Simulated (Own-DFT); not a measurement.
# Biaxial strain at fixed height in wurtzite AlGaN with randomly placed atoms, 72 atoms (Al9Ga27N36)

No measurement is shown. These are fixed-geometry runs of a retired plane-wave code named Own-DFT, which no person has reviewed; spin and spin-orbit coupling are neglected.

Settings: PBE; PseudoDojo norm-conserving scalar-relativistic files (stringent for Ga); cutoff 96 hartree; 4 x 4 x 3 k mesh centred on Gamma; Gaussian smearing of 0.01 eV.

Limits: forces on such cells passed a denser k mesh, each cell not checked; stress not checked against mesh or cutoff.

Unstrained cell vectors in Å: (9.509, 0.000, 0.000); (-4.755, 8.235, 0.000); (0.000, 0.000, 10.268). The unstrained cell has measured lattice constants (interpolated for alloys), not those of this functional. That, the random moves and any unrelaxed bonds set the pressure at no strain. Each run strains x and y alike by e, as a substrate would, and holds the height along z. Each coordinate of each atom was shifted by a normal deviate of width 0.05 Å. The random placing of the alloy's atoms differs from row to row. Stress is positive in tension.

```
e (%)  u (Å)  (s_xx + s_yy)/2 (GPa)  s_zz (GPa)
-2.75  0.049                 -23.62      -12.23
-2.50  0.052                 -21.38      -14.06
-1.75  0.048                 -17.19       -9.26
-0.75  0.050                 -11.46       -7.50
-0.25  0.046                  -8.33       -7.29
 0.50  0.047                  -3.31       -7.04
 1.00  0.047                      ?           ?
 1.75  0.049                   2.48       -5.54
 2.00  0.054                   2.42       -5.79
 2.50  0.053                   4.53       -3.47
```

## Analysis

With e as a fraction, the in-plane stress is -6.7 + 534 e - 2895 e² GPa (errors 11 and 764, scatter 0.60), and s_zz is -7.8 + 158 e GPa (slope ± 23, scatter 1.30). At e = 0 the first slope is C11 + C12 and the second 2 C13, both with the ions held to the strained lattice and at the cell's own pressure. The term in e² is negative: the layer stiffens under compression and softens under tension. A free layer would change its height as e changes, and the in-plane slope would drop by 2 C13²/C33 to the biaxial modulus. At fixed height, a misfit of 1 % moves the in-plane stress by about 5.3 GPa and s_zz by 1.6 GPa.

## Check

The question: what are the two stresses at e = 1.00 %?

The fitted form gives -1.6 and -6.2 GPa. The run itself gave -0.76 and -5.95 GPa.
